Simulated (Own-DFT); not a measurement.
# What a defect does to the pressure of its cell: monoclinic HfO2

Calculated, not measured: single-point runs of Own-DFT, a retired in-house plane-wave DFT program that no person has reviewed, on unrelaxed cells, without spin or spin-orbit coupling.

Common settings: PBE; PseudoDojo norm-conserving scalar-relativistic files; cutoff 72 hartree; 2 x 2 x 2 k mesh centred on Gamma; Fermi-Dirac smearing of 0.1 eV.

Keep in mind (not all hold for every row): not probed for a lower state with spin; hafnium file: forces about 75 meV/angstrom off all-electron values; oxygen file: force components 24 meV/angstrom off all-electron in a glass; forces on such cells passed a denser k mesh, each cell not checked; stress not checked against mesh or cutoff.

All runs share one cell, with vectors in Å (10.234, 0.000, 0.000); (0.000, 10.350, 0.000); (-1.696, 0.000, 10.445) and a volume of 1106.4 Å³. u is the rms random offset of the atoms per axis. The defect's site can differ from row to row.

| cell | formula | u (Å) | P (GPa) |
|---|---|---|---|
| no defect | Hf32O64 | 0.0211 | 3.92 |
| no defect | Hf32O64 | 0.0487 | 5.98 |
| no defect | Hf32O64 | 0.0509 | 6.17 |
| two O vacancies | Hf32O62 | 0.0291 | 3.52 |
| two O vacancies | Hf32O62 | 0.0297 | 3.45 |
| two O vacancies | Hf32O62 | 0.0494 | 5.31 |
| two O vacancies | Hf32O62 | 0.0495 | ? |
| one Si on a Hf site | Hf31O64Si | 0.0304 | 2.77 |
| one Si on a Hf site | Hf31O64Si | 0.0322 | 2.91 |
| one Si on a Hf site | Hf31O64Si | 0.0488 | 3.98 |
| two Al on a Hf site each and one O vacancy | Al2Hf30O63 | 0.0303 | 2.40 |
| two Al on a Hf site each and one O vacancy | Al2Hf30O63 | 0.0508 | 3.08 |
| two Al on a Hf site each and one O vacancy | Al2Hf30O63 | 0.0544 | 3.36 |

## Fit

P = P0 + c u² + a shift for each defect gives P0 = 3.80 GPa, c = 861 ± 109 GPa/Å² and a scatter of 0.31 GPa. The shifts, and each times the cell's volume:

- two O vacancies: -0.90 ± 0.26 GPa, -6.2 eV (-3.1 eV for each of its 2 sites)
- one Si on a Hf site: -1.83 ± 0.26 GPa, -12.6 eV
- two Al on a Hf site each and one O vacancy: -2.71 ± 0.26 GPa, -18.7 eV

A positive shift means that the defect pushes the cell outwards. Shift times volume (160.2 GPa Å³ is 1 eV) depends little on the cell's size, so, taken for each site, it can be compared between cells at like pressure. The atoms around the defects weren't relaxed, which would change these numbers.

## Test on the hidden row

Q: what pressure belongs in the blank (two O vacancies, u = 0.0495 Å)?

From the fit: 5.01 ± 0.38 GPa. Computed: 5.90 GPa.
